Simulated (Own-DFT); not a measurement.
GaP (zincblende, strained, atoms displaced) (calculated)

All values are calculated (Own-DFT development build). A calculation, not a measurement: plane-wave PBE density functional theory by an unreviewed code, no spin, of a simulated periodic cell, stress positive in tension, free energy of the whole cell less one offset for each atom, forces on such cells passed a denser k mesh, this cell's mesh not checked; offsets are fitted by least squares, one for each functional and potential file, so energies compare only between cells with the same atoms and settings and are not formation energies; the far tail of each file's local potential was reset to the Coulomb form; each entry is a single point on an unrelaxed cell, so the pressure reflects the starting lattice, mostly measured values (interpolated for alloys), from which strain is counted, and rises with the displacements; printed positions are rounded, which can move forces by about a meV/angstrom; the program, named Own-DFT, is a retired in-house code; no spin-orbit coupling.

Common to all runs: functional PBE; potential files PseudoDojo norm-conserving, scalar-relativistic, standard set; wave cutoff 42 hartree; occupations Fermi-Dirac; smearing width 0.1 eV; hardware one NVIDIA H100; k mesh 3 x 3 x 3 centred on Gamma.

(1) 
```xyz
64
Lattice="10.8620 0.0000 0.0000 0.0000 10.8620 0.0000 0.0000 0.0000 10.9361" Properties=species:S:1:pos:R:3:force_x:R:1:force_y:R:1:force_z:R:1 formula=GaP free_energy_of_cell_above_offsets=-27.712 pressure=4.9 stress_xx=-4.54 stress_yy=-5.21 stress_zz=-4.96 stress_yz=0.58 stress_xz=0.63 stress_xy=0.79 wall_time=559.1
Ga     0.1457     0.1775    10.8493      -1.83     -0.286      1.552
Ga    10.6132     2.8210     2.7645      3.486     -1.109      1.421
Ga     2.6872     0.0436     2.7123      1.584     -1.068      0.637
Ga     2.5108     2.5975     0.0638      3.207      2.245     -1.604
P      1.4519     1.4023     1.3932     -3.211     -0.836       2.16
P      1.3361     4.1129     4.2029     -0.383      -0.58     -1.064
P      4.1855     1.4364     4.0337     -0.837     -0.435      0.319
P      4.1818     4.0780     1.2822     -1.933      0.023     -0.466
Ga     0.2126    10.7215     5.4071     -2.988      1.686      0.707
Ga     0.0871     2.6876     8.2325     -0.801      0.523     -0.663
Ga     2.8683    10.8021     8.2914     -2.438     -0.246     -0.662
Ga     2.6048     2.6299     5.4587      1.535      0.727     -0.242
P      1.2925     1.2877     6.7090      0.931       0.38      2.252
P      1.4653     4.0969     9.6417     -1.433     -0.392     -0.187
P      3.9418     1.3118     9.5953      1.637      1.268      0.723
P      4.1184     4.1059     6.8446     -0.662     -1.193      0.294
Ga    10.7654     5.3499     0.0028      0.975     -0.021      0.835
Ga     0.0921     7.8269     2.7933     -1.226      3.783       0.36
Ga     2.6903     5.3458     2.7126      1.049     -0.138      0.532
Ga     2.7073     8.1681    10.8761          0      -1.09      0.647
P      1.3346     6.7304     1.5010      1.458     -1.193     -3.337
P      1.3693     9.4904     4.1492      0.579     -1.094      -3.22
P      4.1710     6.7609     4.0456     -1.129      0.251      0.465
P      4.1012     9.2589     1.3883     -0.246      2.286     -0.105
Ga    10.7731     5.4573     5.4283      0.785     -1.592      2.242
Ga    10.8346     8.2061     8.2380      0.197     -0.957     -0.108
Ga     2.7177     5.4052     8.2594       1.21      0.501      -0.53
Ga     2.5640     8.1292     5.4272      2.392     -0.301     -0.265
P      1.4784     6.7386     6.7657     -1.836      -0.19      1.551
P      1.2837     9.5362     9.7327      1.038     -0.785      -1.97
P      4.1996     6.8141     9.5710     -1.598      0.356     -0.643
P      3.9224     9.6076     6.7498      1.167     -1.587      0.118
Ga     5.4122    10.8114    10.8712     -0.163     -0.389      0.579
Ga     5.4576     2.7423     2.5329      0.557     -0.185      1.344
Ga     8.0041     0.0446     2.7240      1.952     -0.793      1.164
Ga     8.1522     2.7451     0.0281       0.13     -0.099     -0.186
P      6.8416     1.2698     1.3714      -1.34      1.338      -1.88
P      6.7202     4.1219     4.0849      1.129     -0.787     -0.796
P      9.4880     1.4783     4.0907     -0.147     -2.614      0.515
P      9.4945     4.1028     1.5505     -1.499      1.179     -3.237
Ga     5.4623     0.0107     5.5648     -1.015      0.556     -0.446
Ga     5.4844     2.6071     8.1833     -0.807      0.946      0.509
Ga     8.2734    10.8090     8.1879     -1.296      0.252     -0.059
Ga     8.1268     2.6357     5.4869     -0.405      1.348     -0.299
P      6.8259     1.3230     6.8491      0.335     -0.526      0.409
P      6.8351     4.1122     9.5099     -1.294     -0.642      1.428
P      9.4847     1.3093     9.5104      0.717      1.277      0.975
P      9.2705     4.1161     6.9086      2.613     -1.059     -1.158
Ga     5.4260     5.5906     0.0655       0.21     -1.704     -0.904
Ga     5.5457     8.2013     2.8236     -0.737     -0.691     -0.063
Ga     8.0381     5.5287     2.5573      0.427      -0.42      2.319
Ga     8.0688     8.1647     0.0343      0.959     -0.039     -0.808
P      6.7363     6.8585     1.3339      0.233      0.737      0.497
P      6.6957     9.6299     4.1295      1.469      -0.91       0.51
P      9.6501     6.8231     4.2107     -2.656     -0.373     -1.444
P      9.3875     9.4500     1.4460        1.5      0.284     -0.004
Ga     5.4373     5.3810     5.4554     -0.125      0.952      0.311
Ga     5.4464     8.2117     8.1747     -0.664       0.12     -1.041
Ga     8.0778     5.4316     8.1957     -0.622      1.193     -0.305
Ga     8.2332     8.1061     5.4003      -0.69      1.429      0.515
P      6.7983     6.8991     6.7782     -0.129     -0.837      0.155
P      6.8143     9.4812     9.4702      0.242      0.565      0.594
P      9.4581     6.5882     9.5927     -0.029      2.308     -0.164
P      9.5451     9.6057     6.8115      0.464     -1.354     -0.778
```

Units: free_energy_of_cell_above_offsets in eV; pressure, stress_xx, stress_yy, stress_zz, stress_yz, stress_xz, stress_xy in GPa; wall_time in s; force_x, force_y, force_z in eV/Å.

(2) 
```xyz
64
Lattice="10.8620 0.0000 0.0000 0.0000 10.8620 0.0000 0.0000 0.0000 10.9361" Properties=species:S:1:pos:R:3:force_x:R:1:force_y:R:1:force_z:R:1 formula=GaP free_energy_of_cell_above_offsets=-29.461 pressure=4.54 stress_xx=-4.64 stress_yy=-4.67 stress_zz=-4.31 stress_yz=-0.46 stress_xz=-0.98 stress_xy=0.58 wall_time=595.1
Ga     0.1277     0.0259    10.8767     -1.873      -0.38      -0.01
Ga    10.8103     2.6755     2.7803      0.289      0.359      0.195
Ga     2.5941     0.0827     2.8234      -0.45      -1.32     -1.381
Ga     2.6710     2.7674     0.1531     -0.161      0.488     -0.845
P      1.2925     1.3487     1.3298      0.481      0.406      1.176
P      1.3639     4.0980     4.1950      0.937     -1.039     -1.664
P      4.0212     1.1328     4.0986      0.452      3.533     -0.082
P      4.1472     4.0097     1.4093     -0.814      1.772     -0.735
Ga    10.7309     0.0633     5.4197      1.838     -0.582      0.269
Ga     0.0228     2.6087     8.0918     -2.684       2.64      2.507
Ga     2.6654    10.8334     8.2158      0.517      0.813      0.106
Ga     2.8607     2.7592     5.5247     -1.564      -1.35     -1.056
P      1.2386     1.4396     6.8801      2.788     -2.245     -2.311
P      1.2394     4.1984     9.6159      1.822     -3.688     -1.539
P      4.1692     1.5595     9.7373     -1.894     -2.228     -0.355
P      4.0823     4.0259     6.8312      1.167      0.981      0.821
Ga     0.1397     5.5495    10.7667     -3.165      0.728      1.586
Ga    10.8263     8.0629     2.7254      0.377      0.905     -0.528
Ga     2.7544     5.4743     2.6355     -0.327     -0.386      0.624
Ga     2.7328     8.1932    10.9021      0.048     -0.732      0.408
P      1.2899     6.7811     1.2642      1.215      0.682      1.036
P      1.4423     9.4049     4.0981     -2.141      0.947     -0.365
P      4.1452     6.7300     4.1290     -1.236      1.719      -1.51
P      3.9829     9.4774     1.4219     -0.289      1.653     -0.982
Ga    10.8141     5.3779     5.3217     -0.218      0.859      1.843
Ga     0.0508     8.1941     8.1789     -0.142     -0.587     -0.436
Ga     2.6365     5.2872     8.1927      0.783      0.336      0.064
Ga     2.7603     8.2373     5.4457      0.071     -2.101      0.154
P      1.4935     6.7517     6.8996     -1.445      0.673     -1.439
P      1.3659     9.4600     9.6051      0.043      0.548       -0.6
P      3.9803     6.8023     9.4686      0.012      -0.97      0.969
P      4.0347     9.5072     6.7387      1.047      0.645      1.864
Ga     5.4917     0.0327     0.0075     -1.229     -0.556       0.26
Ga     5.4374     2.8199     2.7556      0.505     -1.858      0.528
Ga     8.2067    10.8284     2.8026     -1.695     -0.382     -1.697
Ga     8.1920     2.7339     0.0590     -1.267      0.002     -0.323
P      6.7350     1.3738     1.2793      1.041      0.282      2.043
P      6.8026     4.0676     4.1617     -0.289      0.177     -0.463
P      9.4335     1.2461     4.0621      0.384      2.267       0.65
P      9.4550     3.9828     1.4019      1.123      1.763      0.225
Ga     5.3407     0.1542     5.5394       1.73     -1.624      0.332
Ga     5.3753     2.6640     8.2755      1.223      1.137     -0.795
Ga     8.1001    10.8171     8.2122      0.257     -0.119      1.011
Ga     8.0660     2.6829     5.4861      0.757     -0.035     -0.213
P      6.8386     1.3724     6.9012     -1.245     -0.165      0.071
P      6.7438     4.0820     9.6409      1.271      -0.31     -1.381
P      9.4275     1.4063     9.6394       1.08     -0.836     -1.133
P      9.3843     4.0934     6.8032      1.553     -0.745     -0.319
Ga     5.4762     5.4789    10.8317     -0.985      0.224      0.594
Ga     5.3656     8.1582     2.5175      1.387      -0.97      1.816
Ga     8.1478     5.4595     2.7741      0.193     -0.666     -0.201
Ga     8.1280     8.1932     0.0607      1.012     -1.148      0.062
P      6.8558     6.7168     1.3175     -0.725      0.495      0.253
P      6.8195     9.5091     4.0767      -1.22     -0.026      0.247
P      9.5023     6.8295     4.0846      -0.38     -0.163      0.468
P      9.4678     9.5222     1.3613      1.323      0.138      0.034
Ga     5.4124     5.4870     5.3941      1.163     -0.915      1.631
Ga     5.3760     8.0903     8.2611      1.107      0.563     -1.064
Ga     8.2193     5.4737     8.1658     -0.617     -1.084      1.214
Ga     8.2030     8.2638     5.4933     -0.435     -0.646       -0.2
P      6.9554     6.7134     6.8334     -1.967      1.514     -0.669
P      6.7869     9.4343     9.7499     -0.812      0.641     -2.307
P      9.4851     6.8275     9.4893      0.317      0.691      0.772
P      9.5395     9.6037     6.8199      -0.04     -0.724      0.773
```

Units: free_energy_of_cell_above_offsets in eV; pressure, stress_xx, stress_yy, stress_zz, stress_yz, stress_xz, stress_xy in GPa; wall_time in s; force_x, force_y, force_z in eV/Å.

(3) 
```xyz
64
Lattice="10.8620 0.0000 0.0000 0.0000 10.8620 0.0000 0.0000 0.0000 10.9361" Properties=species:S:1:pos:R:3:force_x:R:1:force_y:R:1:force_z:R:1 formula=GaP free_energy_of_cell_above_offsets=-27.898 pressure=4.99 stress_xx=-5.25 stress_yy=-5.47 stress_zz=-4.25 stress_yz=-0.77 stress_xz=-0.7 stress_xy=0.14 wall_time=575.7
Ga     0.0190    10.8589     0.0410     -0.194      1.013      0.122
Ga     0.0023     2.7757     2.7762     -0.564     -0.518     -1.006
Ga     2.8170    10.8178     2.7681     -1.157      0.251     -0.419
Ga     2.7275     2.6668    10.8277       0.64      1.293      0.081
P      1.4209     1.5132     1.2951     -0.869     -1.549       1.17
P      1.3262     4.0683     4.0528      0.232       2.24      0.566
P      4.0310     1.4407     4.0217      0.751     -0.252      0.476
P      4.1855     4.0358     1.3663     -1.217      0.388      -0.37
Ga    10.8583     0.0005     5.5390     -0.277     -0.326      -1.94
Ga     0.0844     2.7962     8.1542      0.322     -1.002      1.136
Ga     2.5865    10.8344     8.1783      0.773      -0.15          0
Ga     2.6690     2.7906     5.2841      0.436     -0.647      1.834
P      1.2655     1.3135     6.7744      1.628      1.307      0.587
P      1.3352     4.2780     9.5846      1.567     -3.064     -1.214
P      4.1339     1.2758     9.5797     -1.424      1.148     -1.825
P      4.1176     3.9818     7.0283     -2.793      2.572     -3.616
Ga     0.0483     5.5000    10.7551     -1.328      0.059      3.063
Ga     0.1230     8.0928     2.6460     -0.631       0.59      0.269
Ga     2.9214     5.5187     2.8241     -2.151     -2.302     -2.025
Ga     2.7160     8.0165    10.9237      0.023       1.01       0.09
P      1.3830     6.6784     1.3172      0.486       0.01      0.438
P      1.4253     9.4061     4.1603     -0.904      1.546     -1.137
P      4.1463     6.7108     4.0768       0.73      1.896      2.365
P      4.0254     9.4870     1.3601      0.741     -0.214     -0.841
Ga     0.0304     5.5590     5.6226     -1.305     -1.542     -1.554
Ga     0.0316     8.2178     8.1566     -1.915      0.074       0.03
Ga     2.6997     5.4710     8.2051      0.717      0.928     -0.144
Ga     2.7316     8.2207     5.5039      0.589     -1.488     -0.417
P      1.2985     6.9110     6.8030      1.897     -0.217      0.937
P      1.2367     9.4903     9.6035      1.311     -0.283     -0.027
P      4.2253     6.8019     9.6380     -1.063      0.015     -1.144
P      4.0948     9.5053     6.7293      0.505      0.898      1.145
Ga     5.4977     0.0149    10.7099     -0.425      0.238      3.664
Ga     5.4687     2.6917     2.6778      0.103     -0.134      0.206
Ga     8.1153    10.8541     2.7098      0.572      0.066      0.473
Ga     8.1152     2.7329    10.8801      0.797     -0.069       1.08
P      6.8854     1.3935     1.4362     -0.882     -0.341     -1.714
P      6.8282     4.0438     3.9918      -0.52      0.083      1.493
P      9.5000     1.3907     4.0958      0.532     -0.751     -0.179
P      9.4583     4.1960     1.4774      2.141      -1.85      -3.02
Ga     5.4719     0.0542     5.3137      -0.13      0.324      0.714
Ga     5.3763     2.7783     8.1361      2.406      -2.69      2.023
Ga     8.0656     0.1259     8.3889      0.227     -0.723     -1.535
Ga     8.2259     2.7700     5.4300     -0.341     -0.024      0.348
P      6.8588     1.3957     6.8421     -0.885      0.054     -0.442
P      6.7849     4.0144     9.5670     -0.555      0.819      0.006
P      9.5215     1.3595     9.5558      1.125      0.867      0.572
P      9.5301     3.9892     6.9725     -0.617      1.803     -1.466
Ga     5.4691     5.4449     0.0643      0.705     -0.353     -0.063
Ga     5.4397     8.1180     2.7659     -1.171      0.209     -0.859
Ga     8.2007     5.3335     2.7260     -1.311      2.949      1.266
Ga     8.0483     8.1621     0.1117      1.935      0.025     -0.611
P      6.7676     6.9213     1.3812      0.049     -2.228        0.8
P      6.6714     9.5276     3.9238      1.595      0.005      1.903
P      9.5298     6.9177     4.0955      0.192     -1.328      -0.22
P      9.4927     9.5703     1.3507      0.542     -0.892      0.475
Ga     5.4784     5.4016     5.5027       0.51     -0.448      0.336
Ga     5.4554     8.2309     8.2116      0.643     -0.437     -0.301
Ga     8.1997     5.4305     8.3434     -0.699     -1.571      -0.98
Ga     8.3882     8.1807     5.6300     -3.839     -3.746      -3.47
P      6.9925     6.7186     6.8857     -1.307      0.924     -0.333
P      6.8562     9.5399     9.7120      0.227     -1.105     -2.193
P      9.4648     6.6763     9.5979      0.174      3.184      0.139
P      9.3294     9.6204     6.6008      2.655      3.452      5.257
```

Units: free_energy_of_cell_above_offsets in eV; pressure, stress_xx, stress_yy, stress_zz, stress_yz, stress_xz, stress_xy in GPa; wall_time in s; force_x, force_y, force_z in eV/Å.
